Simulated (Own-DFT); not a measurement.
# How strain changes the stress of wurtzite AlGaN with randomly placed atoms, 72 atoms (Al27Ga9N36)

These are calculations, not measurements. The program, named Own-DFT, is a retired in-house plane-wave density functional code that no person has reviewed. Each row is one single-point run on a periodic cell that was not relaxed, without spin or spin-orbit coupling.

Settings of every run: PBE; PseudoDojo norm-conserving scalar-relativistic files (stringent for Ga); cutoff 96 hartree; 4 x 4 x 3 k mesh centred on Gamma; Gaussian smearing of 0.01 eV.

Known limits: forces on such cells passed a denser k mesh, each cell not checked; stress not checked against mesh or cutoff.

Unstrained cell vectors in Å: (9.394, 0.000, 0.000); (-4.697, 8.135, 0.000); (0.000, 0.000, 10.066). The unstrained cell has measured lattice constants (interpolated for alloys), not those of this functional. That, the random moves and any unrelaxed bonds set the pressure at no strain. Each run strains this cell uniformly, with the atoms carried along. Every atom was also moved at random, by a Gaussian of width 0.05 Å on each axis. The random placing of the alloy's atoms differs from row to row. Strain is the symmetric tensor, in per cent. Stress is positive in tension, and the pressure is minus a third of its trace.

```
run  e_xx (%)  e_yy (%)  e_zz (%)  s_xx (GPa)  s_yy (GPa)  s_zz (GPa)  P (GPa)  E (meV/atom)
  1      0.00      0.00      0.25       -5.19       -5.78       -5.86     5.61          14.6
  2      0.00      0.00     -1.25       -6.66       -5.59      -13.10     8.45          14.2
  3      0.00      0.00     -2.00       -9.44       -9.49      -14.81    11.25          48.2
  4      0.00      0.00      2.50       -3.25       -5.00        3.32     1.65          18.1
  5      0.00      0.00      1.25       -6.59       -5.06       -0.33     4.00          22.2
  6      0.00      0.00      1.75       -5.96       -3.73        2.19     2.50           0.0
  7      0.00      0.00      3.00       -3.22       -4.40        5.47     0.72          21.3
  8      0.00      0.00      2.75       -2.66       -4.67        2.92     1.47          24.2
  9      0.00      0.00      0.50           ?           ?           ?        ?             ?
```

E is the free energy for each atom above the lowest run shown.

## Worked fit

The change of volume is close to e_xx + e_yy + e_zz. A straight line through the runs shown gives P = 6.50 - 198 x (fractional change of volume) GPa, with an error of 10 on the slope and a scatter of 0.51 GPa. The strain isn't the same on all axes and the cell isn't cubic, so the slope belongs to this path and is not the bulk modulus.

## Withheld run

Question: what pressure should run 9 give? Its volume changes by 0.50 %.

The line gives 5.5 GPa. The calculation gave 5.36 GPa.
